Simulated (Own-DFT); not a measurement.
# Misfit strain and the stress it brings: wurtzite GaN, 72 atoms (Ga36N36)

The numbers are computed, not measured, by runs of the plane-wave DFT program Own-DFT (in-house, retired, unreviewed) at fixed positions, with no spin and no spin-orbit coupling.

All runs used: PBE; PseudoDojo norm-conserving scalar-relativistic files; cutoff 42 hartree; 4 x 4 x 3 k mesh centred on Gamma; Fermi-Dirac smearing of 0.1 eV.

Keep in mind: forces not confirmed at this smearing and k mesh; stress not checked against mesh or cutoff.

Unstrained cell vectors in Å: (9.567, 0.000, 0.000); (-4.783, 8.285, 0.000); (0.000, 0.000, 10.370). The unstrained cell has measured lattice constants (interpolated for alloys), not those of this functional. That, the random moves and any unrelaxed bonds set the pressure at no strain. Each run strains x and y alike by e, as a substrate would, and holds the height along z. Each atom got a random Gaussian move of width 0.05 Å along each axis. Stress is positive in tension.

| e (%) | u (Å) | (s_xx + s_yy)/2 (GPa) | s_zz (GPa) |
|---|---|---|---|
| -2.50 | 0.054 | -24.81 | -10.62 |
| -1.75 | 0.048 | -17.08 | -11.33 |
| -1.25 | 0.053 | -14.92 | -9.62 |
| -1.00 | 0.051 | -12.81 | -9.78 |
| 0.25 | 0.048 | -4.96 | -8.45 |
| 1.25 | 0.054 | ? | ? |
| 1.50 | 0.048 | -0.09 | -4.97 |
| 1.75 | 0.051 | 0.20 | -5.10 |
| 2.00 | 0.050 | 1.35 | -3.07 |
| 3.00 | 0.052 | 6.14 | -3.95 |

## Worked fit

With e as a fraction, the in-plane stress is -7.0 + 553 e - 4853 e² GPa (errors 18 and 1239, scatter 0.93), and s_zz is -7.8 + 156 e GPa (slope ± 18, scatter 0.97). At e = 0 the first slope is C11 + C12 and the second 2 C13, both with the ions held to the strained lattice and at the cell's own pressure. The term in e² is negative: the layer stiffens under compression and softens under tension. A free layer would change its height as e changes, and the in-plane slope would drop by 2 C13²/C33 to the biaxial modulus. At fixed height, a misfit of 1 % moves the in-plane stress by about 5.5 GPa and s_zz by 1.6 GPa.

## Check

Q: what are the two stresses at e = 1.25 %?

The fitted form gives -0.9 and -5.8 GPa. The calculation gave -1.11 and -7.26 GPa.
